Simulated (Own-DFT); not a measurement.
Simulation results for SiC (4H silicon carbide, atoms displaced)

A calculation, not a measurement: plane-wave PBE density functional theory by an unreviewed code, no spin, of a simulated periodic cell, stress positive in tension, free energy of the whole cell less one offset for each atom, forces on such cells passed a denser k mesh, this cell's mesh not checked; offsets are fitted by least squares, one for each functional and potential file, so energies compare only between cells with the same atoms and settings and are not formation energies; the far tail of each file's local potential was reset to the Coulomb form; each entry is a single point on an unrelaxed cell, so the pressure reflects the starting lattice, mostly measured values (interpolated for alloys), from which strain is counted, and rises with the displacements; printed positions are rounded, which can move forces by about a meV/angstrom; the program, named Own-DFT, is a retired in-house code; no spin-orbit coupling. Program: Own-DFT development build.

Settings shared by all entries: functional PBE; potential files PseudoDojo norm-conserving, scalar-relativistic, standard set; wave cutoff 42 hartree; occupations Fermi-Dirac; smearing width 0.1 eV; hardware one NVIDIA H100; k mesh 4 x 4 x 3 centred on Gamma.

(1) SiC (4H silicon carbide, atoms displaced)

```
SiC
1.0
      9.2481     0.0000     0.0000
     -4.6241     8.0091     0.0000
      0.0000     0.0000    10.0681
Si C Si C Si C Si C Si C Si C Si C Si C Si C Si C Si C Si C Si C Si C Si C Si C Si C Si C
2 2 2 2 2 2 2 2 2 2 2 2 2 2 2 2 2 2 2 2 2 2 2 2 2 2 2 2 2 2 2 2 2 2 2 2
Direct
  0.99872 0.98634 0.40602
  0.10874 0.21543 0.15202
  0.02363 0.02707 0.07471
  0.11721 0.23847 0.35133
  0.01953 0.34396 0.40055
  0.13518 0.56714 0.14330
  0.97325 0.32170 0.10202
  0.08528 0.55171 0.33161
  0.99464 0.64517 0.41975
  0.11261 0.86513 0.14328
  0.00034 0.68274 0.09268
  0.10651 0.88649 0.32994
  0.32801 0.98523 0.39534
  0.44073 0.21758 0.17141
  0.33194 0.00377 0.09759
  0.46396 0.24054 0.35996
  0.32893 0.32376 0.40674
  0.44067 0.54821 0.16255
  0.34180 0.35210 0.08883
  0.44481 0.55792 0.35562
  0.31436 0.64425 0.39697
  0.43614 0.87654 0.14764
  0.33243 0.65588 0.11386
  0.46516 0.89925 0.35012
  0.68137 0.01583 0.39407
  0.77286 0.21604 0.15846
  0.65514 0.01346 0.08622
  0.78018 0.24267 0.34412
  0.68859 0.33807 0.42190
  0.80219 0.57440 0.14931
  0.68470 0.33999 0.07975
  0.79499 0.57230 0.35997
  0.65485 0.67974 0.42661
  0.77716 0.88985 0.16495
  0.66646 0.66267 0.11271
  0.76885 0.89045 0.34066
  0.00922 0.01764 0.91773
  0.87645 0.76637 0.64924
  0.99162 0.98563 0.58761
  0.89007 0.79180 0.84895
  0.00259 0.66579 0.90953
  0.87283 0.43047 0.64938
  0.98245 0.65242 0.58655
  0.86879 0.43733 0.84407
  0.99426 0.33822 0.92538
  0.91649 0.11843 0.64893
  0.98928 0.35086 0.58917
  0.87251 0.09783 0.84614
  0.69046 0.01041 0.91216
  0.54964 0.78167 0.65211
  0.67987 0.01723 0.59408
  0.56098 0.78875 0.83643
  0.67271 0.67003 0.91323
  0.56856 0.44572 0.64314
  0.67614 0.67189 0.58857
  0.56312 0.44459 0.84056
  0.65507 0.33372 0.89623
  0.55556 0.10893 0.64028
  0.69238 0.35156 0.59465
  0.56814 0.10523 0.84518
  0.32555 0.99262 0.90184
  0.23370 0.77044 0.66242
  0.34485 0.00061 0.59125
  0.23246 0.78810 0.84544
  0.32234 0.65245 0.90302
  0.22348 0.44084 0.65819
  0.32511 0.67077 0.60702
  0.22518 0.44658 0.83553
  0.33314 0.33697 0.91148
  0.20964 0.09451 0.65501
  0.32610 0.33386 0.60153
  0.23196 0.11631 0.84080
```

```
free energy of cell above offsets : 13.413 eV
pressure                          : 11.65 GPa
stress xx                         : -14.63 GPa
stress yy                         : -8.67 GPa
stress zz                         : -11.65 GPa
stress yz                         : -3.74 GPa
stress xz                         : 1.96 GPa
stress xy                         : -1.03 GPa
wall time                         : 334.4 s
```

Force:
```csv
element,x (eV/Å),y (eV/Å),z (eV/Å)
Si,-1.006,1.184,-1.6
Si,-0.452,4.188,1.917
C,-0.233,-4.872,9.274
C,2.313,-4.373,-2.717
Si,-5.341,0.11,1.365
Si,-8.931,-4.963,3.369
C,6.287,3.277,-0.59
C,5.683,-0.018,-0.774
Si,-1.687,4.22,-3.142
Si,-0.964,11.4,4.261
C,4.117,-7.097,-4.663
C,1.343,-0.542,1.263
Si,0.17,1.933,1.403
Si,1.671,2.425,-1.712
C,0.668,-1.819,-1.079
C,-0.62,-2.553,-1.363
Si,0.947,2.093,1.956
Si,2.346,1.872,2.079
C,-0.319,-3.993,1.835
C,-0.288,-1.906,-1.166
Si,-0.628,3.702,1.937
Si,0.539,3.596,2.139
C,3.796,2.766,-4.62
C,-2.855,-2.985,-2.47
Si,-0.77,0.88,3.072
Si,-4.163,1.478,0.92
C,2.591,-3.37,2.286
C,4.624,-3.39,-1.615
Si,-4.289,3.12,-3.098
Si,-3.851,-5.153,3.961
C,-2.406,0.284,2.563
C,-3.586,-1.932,-2.537
Si,2.726,-0.948,-7.197
Si,-0.362,0.52,-3.043
C,-0.315,1.463,-2.556
C,2.339,0.639,1.829
Si,-0.531,-1.818,-9.551
Si,2.84,1.639,3.013
C,1.569,0.507,0.184
C,1.729,-0.985,-0.548
Si,-1.887,0.265,-2.718
Si,5.984,6.507,6.691
C,2.161,1.839,5.186
C,3.72,2.064,-0.431
Si,-0.932,-1.412,-4.411
Si,-5.357,0.24,1.682
C,7.243,-3.095,-1.076
C,8.252,5.829,-2.898
Si,-7.546,-3.837,-0.62
Si,1.333,1.464,0.686
C,1.683,-1.912,-2.136
C,0.1,-2.031,2.767
Si,-1.059,-0.06,-0.922
Si,-2.476,0.004,2.584
C,-3.859,-1.389,4.399
C,-3.463,1.861,-1.002
Si,2.465,-3.026,2.093
Si,1.722,1.606,3.957
C,-9.41,-6.574,-1.849
C,-3.172,0.75,-1.38
Si,2.668,4.096,1.226
Si,-6.593,3.358,0.252
C,-3.285,-1.757,-1.011
C,-0.917,-4.3,0.685
Si,1.93,3.528,-0.143
Si,-2.618,1.451,-1.111
C,5.412,-4.074,-4.18
C,-1.229,-1.909,3.514
Si,1.676,0.152,-3.01
Si,2.068,1.711,0.048
C,2.333,-1.566,-2.06
C,-1.647,-0.365,0.603
```

(2) SiC (4H silicon carbide, atoms displaced)

```
SiC
1.0
      9.2481     0.0000     0.0000
     -4.6241     8.0091     0.0000
      0.0000     0.0000    10.0681
Si C Si C Si C Si C Si C Si C Si C Si C Si C Si C Si C Si C Si C Si C Si C Si C Si C Si C
2 2 2 2 2 2 2 2 2 2 2 2 2 2 2 2 2 2 2 2 2 2 2 2 2 2 2 2 2 2 2 2 2 2 2 2
Direct
  0.01062 0.01013 0.39829
  0.12095 0.22949 0.14873
  0.99260 0.01306 0.10994
  0.11866 0.22913 0.34407
  0.98702 0.33298 0.40580
  0.11917 0.54555 0.14545
  0.01261 0.33207 0.09471
  0.09982 0.53701 0.33936
  0.00278 0.67699 0.42295
  0.09596 0.89283 0.16811
  0.00143 0.65949 0.09051
  0.09201 0.89783 0.37653
  0.33494 0.99889 0.40761
  0.43634 0.23176 0.15265
  0.35955 0.00311 0.10122
  0.42782 0.22050 0.35004
  0.33548 0.36020 0.40909
  0.44628 0.53823 0.16842
  0.31690 0.31234 0.09558
  0.45629 0.55743 0.34228
  0.35231 0.66949 0.40143
  0.46189 0.91637 0.16757
  0.31746 0.67554 0.10904
  0.45106 0.88351 0.35210
  0.65258 0.99285 0.38903
  0.78820 0.22272 0.15541
  0.68267 0.03185 0.10221
  0.75482 0.22588 0.34404
  0.66967 0.33006 0.40811
  0.78648 0.57201 0.15546
  0.65141 0.33800 0.09595
  0.77905 0.55501 0.32185
  0.69536 0.68684 0.41650
  0.77403 0.88140 0.14941
  0.64914 0.66456 0.08668
  0.76304 0.88099 0.33406
  0.99751 0.01175 0.92321
  0.89877 0.78789 0.64963
  0.99592 0.00341 0.59537
  0.87439 0.75364 0.85362
  0.00117 0.65992 0.89110
  0.87147 0.42533 0.65946
  0.99441 0.66308 0.58761
  0.90763 0.46545 0.82730
  0.00003 0.32178 0.90568
  0.87633 0.10800 0.64757
  0.99749 0.34917 0.59111
  0.89564 0.12145 0.86658
  0.66557 0.95937 0.91821
  0.54971 0.78562 0.67285
  0.66774 0.98753 0.59553
  0.55375 0.77131 0.83426
  0.65896 0.66276 0.91918
  0.54263 0.40819 0.66504
  0.69298 0.68321 0.58952
  0.57180 0.45863 0.84996
  0.65937 0.32655 0.90218
  0.57543 0.13216 0.65990
  0.66632 0.32848 0.59512
  0.55415 0.10628 0.84179
  0.33604 0.98814 0.90994
  0.22716 0.77795 0.66886
  0.32969 0.99968 0.59447
  0.22821 0.79280 0.86046
  0.34406 0.68488 0.91756
  0.23347 0.44261 0.66320
  0.32346 0.66547 0.60366
  0.20195 0.42055 0.84504
  0.32089 0.31739 0.91022
  0.21514 0.11081 0.68500
  0.33485 0.34383 0.57589
  0.21885 0.09795 0.85001
```

```
free energy of cell above offsets : 16.382 eV
pressure                          : 12.75 GPa
stress xx                         : -10.42 GPa
stress yy                         : -14.12 GPa
stress zz                         : -13.72 GPa
stress yz                         : -0.06 GPa
stress xz                         : -0.03 GPa
stress xy                         : 0.54 GPa
wall time                         : 356 s
```

Force:
```csv
element,x (eV/Å),y (eV/Å),z (eV/Å)
Si,-7.78,4.398,3.17
Si,-3.701,-1.531,4.939
C,2.133,-2.122,-1.991
C,-1.895,0.633,-0.739
Si,1.226,-1.175,0.217
Si,-5.703,-0.14,3.947
C,-2.068,0.039,-1.531
C,0.756,4.305,-0.001
Si,0.585,-2.133,-6.507
Si,2.966,-1.489,-0.13
C,-0.676,1.229,-0.488
C,9.293,-4.982,-5.289
Si,-1.898,0.797,1.401
Si,4.245,-3.235,2.97
C,-7.191,2.61,-1.863
C,1.487,1.082,-0.836
Si,1.361,-5.001,-2.836
Si,-2.609,1.44,-2.263
C,1.706,4.389,-2.493
C,0.666,2.413,1.439
Si,-3.297,-2.439,1.473
Si,2.419,-4.181,0.697
C,7.587,2.872,-2.759
C,-5.171,-0.324,-1.761
Si,4.798,3.01,3.961
Si,-2.127,7.196,1.879
C,0.44,-9.735,-2.713
C,6.437,-3.666,-1.838
Si,-6.209,3.117,-0.664
Si,0.472,-2.49,-4.113
C,2.875,1.137,-1.403
C,-0.028,0.767,7.922
Si,-0.912,-3.25,-2.667
Si,-1.991,1.35,2.123
C,1.062,0.553,3.444
C,1.432,2.518,0.13
Si,1.769,-3.079,-1.385
Si,0.205,-1.016,2.421
C,0.589,1.876,0.61
C,-0.572,4.213,-1.126
Si,-0.887,3.185,4.443
Si,1.642,4.387,-2.054
C,0.71,-0.29,6.123
C,-0.093,-6.231,3.208
Si,-3.342,4.654,1.593
Si,2.586,1.533,1.368
C,2.1,-3.216,0.217
C,-1.669,-6.323,-3.828
Si,-1.581,7.825,0.215
Si,1.376,-1.647,-8.63
C,-2.858,2.055,-1.239
C,0.222,-2.137,7.314
Si,1.784,-0.002,-5.064
Si,-2.148,5.1,-1.178
C,-3.505,-2.456,2.256
C,-2.593,-4.39,-1.417
Si,1.378,1.14,2.32
Si,-0.931,-7.418,-0.26
C,-0.349,1.451,-1.709
C,0.921,0.007,0.738
Si,0.161,5.808,2.265
Si,-1.885,1.015,-1.752
C,0.826,0.758,1.821
C,0.773,-5.864,-3.581
Si,-1.362,-2.784,0.494
Si,-2.888,0.547,-1.372
C,2.891,-0.141,-0.657
C,3.932,3.057,0.051
Si,1.047,1.899,-0.574
Si,0.129,-0.778,-9.189
C,1.157,-1.124,7.677
C,-0.23,0.423,5.059
```

(3) SiC (4H silicon carbide, atoms displaced)

```
SiC
1.0
      9.2481     0.0000     0.0000
     -4.6241     8.0091     0.0000
      0.0000     0.0000    10.0681
Si C Si C Si C Si C Si C Si C Si C Si C Si C Si C Si C Si C Si C Si C Si C Si C Si C Si C
2 2 2 2 2 2 2 2 2 2 2 2 2 2 2 2 2 2 2 2 2 2 2 2 2 2 2 2 2 2 2 2 2 2 2 2
Direct
  0.00236 0.01001 0.40691
  0.11027 0.23196 0.16150
  0.00954 0.99781 0.08697
  0.11071 0.22302 0.34502
  0.00275 0.32398 0.40291
  0.08154 0.54257 0.15104
  0.97601 0.32084 0.09514
  0.12386 0.56904 0.33369
  0.00064 0.67155 0.40307
  0.10141 0.88401 0.17266
  0.99957 0.67470 0.10244
  0.10529 0.89742 0.33660
  0.37422 0.03337 0.40053
  0.44008 0.21319 0.15710
  0.34083 0.99855 0.09649
  0.43734 0.22472 0.34469
  0.35570 0.35004 0.43201
  0.44469 0.54632 0.16843
  0.34723 0.34903 0.08789
  0.43628 0.55348 0.36375
  0.32191 0.66769 0.39399
  0.44494 0.88432 0.15996
  0.33148 0.63154 0.09214
  0.44232 0.89702 0.35256
  0.64772 0.99050 0.39837
  0.77769 0.21813 0.16008
  0.68729 0.99936 0.08138
  0.78936 0.23485 0.34108
  0.67482 0.34182 0.40018
  0.78829 0.55713 0.16039
  0.68554 0.33998 0.09234
  0.76905 0.55236 0.33225
  0.66397 0.66648 0.39074
  0.78647 0.89328 0.17979
  0.67354 0.68576 0.08941
  0.78914 0.90502 0.35440
  0.01428 0.02446 0.90092
  0.89626 0.78780 0.65699
  0.00781 0.98072 0.60297
  0.89339 0.77743 0.84098
  0.00991 0.66660 0.89088
  0.90297 0.46958 0.64596
  0.98697 0.66402 0.59340
  0.89377 0.43528 0.83134
  0.99358 0.32818 0.90671
  0.89369 0.10100 0.65040
  0.01481 0.34196 0.57223
  0.90560 0.10388 0.82546
  0.68176 0.01779 0.91332
  0.54521 0.74556 0.66196
  0.66220 0.97219 0.59082
  0.55385 0.78029 0.83696
  0.65148 0.66674 0.88835
  0.56136 0.45558 0.66991
  0.66131 0.67546 0.58901
  0.55630 0.43481 0.84634
  0.66835 0.33216 0.92060
  0.53789 0.09220 0.64958
  0.67574 0.33974 0.58732
  0.56268 0.14319 0.84044
  0.33330 0.00946 0.90465
  0.19942 0.75920 0.66614
  0.33769 0.00910 0.58979
  0.22899 0.79644 0.82809
  0.32722 0.66583 0.89412
  0.22907 0.43367 0.65044
  0.32314 0.65764 0.59971
  0.19903 0.42906 0.83369
  0.33674 0.32836 0.90132
  0.21019 0.10507 0.65611
  0.35314 0.33670 0.61387
  0.21346 0.08730 0.83579
```

```
free energy of cell above offsets : 9.959 eV
pressure                          : 9.79 GPa
stress xx                         : -9.12 GPa
stress yy                         : -8.21 GPa
stress zz                         : -12.06 GPa
stress yz                         : -0.14 GPa
stress xz                         : -1.34 GPa
stress xy                         : 0.3 GPa
wall time                         : 362.7 s
```

Force:
```csv
element,x (eV/Å),y (eV/Å),z (eV/Å)
Si,2.177,-0.828,1.215
Si,1.783,-1.38,-1.875
C,-1.409,1.945,1.77
C,2.031,0.83,0.557
Si,-0.95,2.558,-1.648
Si,3.942,1.351,0.182
C,3.817,1.865,-1.43
C,-4.062,-2.911,0.002
Si,0.149,0.411,-0.468
Si,1.382,1.599,-6.457
C,1.21,-0.654,-2.757
C,1.015,-0.365,5.944
Si,-4.795,-5.122,3.721
Si,-0.078,2.283,-0.857
C,-1.015,-1.007,-0.463
C,1.269,4.68,-1.519
Si,-1.568,-2.758,-1.98
Si,1.723,1.715,-1.007
C,-0.178,-4.081,0.761
C,0.637,1.424,-3.092
Si,2.293,1.04,4.127
Si,0.841,-0.999,-2.096
C,-4.727,3.779,-0.818
C,0.351,-2.534,-3.475
Si,4.531,2.933,3.659
Si,-1.88,-1.653,-0.48
C,-2.151,0.043,5.9
C,-1.515,-2.345,0.242
Si,-0.286,-0.736,1.509
Si,-2.997,0.73,-3.936
C,-2.027,-1.034,2.742
C,0.896,1.305,3.125
Si,0.143,1.032,3.021
Si,0.834,0.048,-6.447
C,0.608,-2.545,1.874
C,-1.969,-2.228,-0.079
Si,1.436,-5.834,2.646
Si,-2.091,-5.596,1.825
C,-3.092,5.843,-4.883
C,-1.057,-0.063,0.196
Si,-2.27,-0.058,2.363
Si,0.263,-8.663,1.2
C,0.76,4.478,-2.443
C,-1.355,1.774,1.494
Si,0.239,-0.86,-1.103
Si,-1.734,0.55,-2.321
C,-0.43,-1.304,4.524
C,-5.06,2.538,2.673
Si,-0.434,-1.395,-5.265
Si,-4.649,5.085,-1.671
C,-1.625,2.106,0.018
C,-1.449,0.676,1.351
Si,3.727,0.319,3.979
Si,3.916,-0.669,-2.644
C,5.197,-2.833,-1.1
C,-0.764,1.953,1.282
Si,0.747,3.241,-3.313
Si,4.388,3.449,1.409
C,-0.682,-0.274,0.273
C,1.087,-5.944,-0.212
Si,2.759,-0.739,0.993
Si,2.594,1.994,-6.737
C,-2.428,-2.401,-1.095
C,1.051,-1.309,6.392
Si,1.036,-0.979,1.332
Si,-3.164,1.075,0.236
C,-0.188,0.052,-1.296
C,3.249,1.643,1.248
Si,-1.644,0.075,0.178
Si,4.662,1.104,0.095
C,-2.486,-1.856,-1.902
C,-0.536,4.431,0.811
```
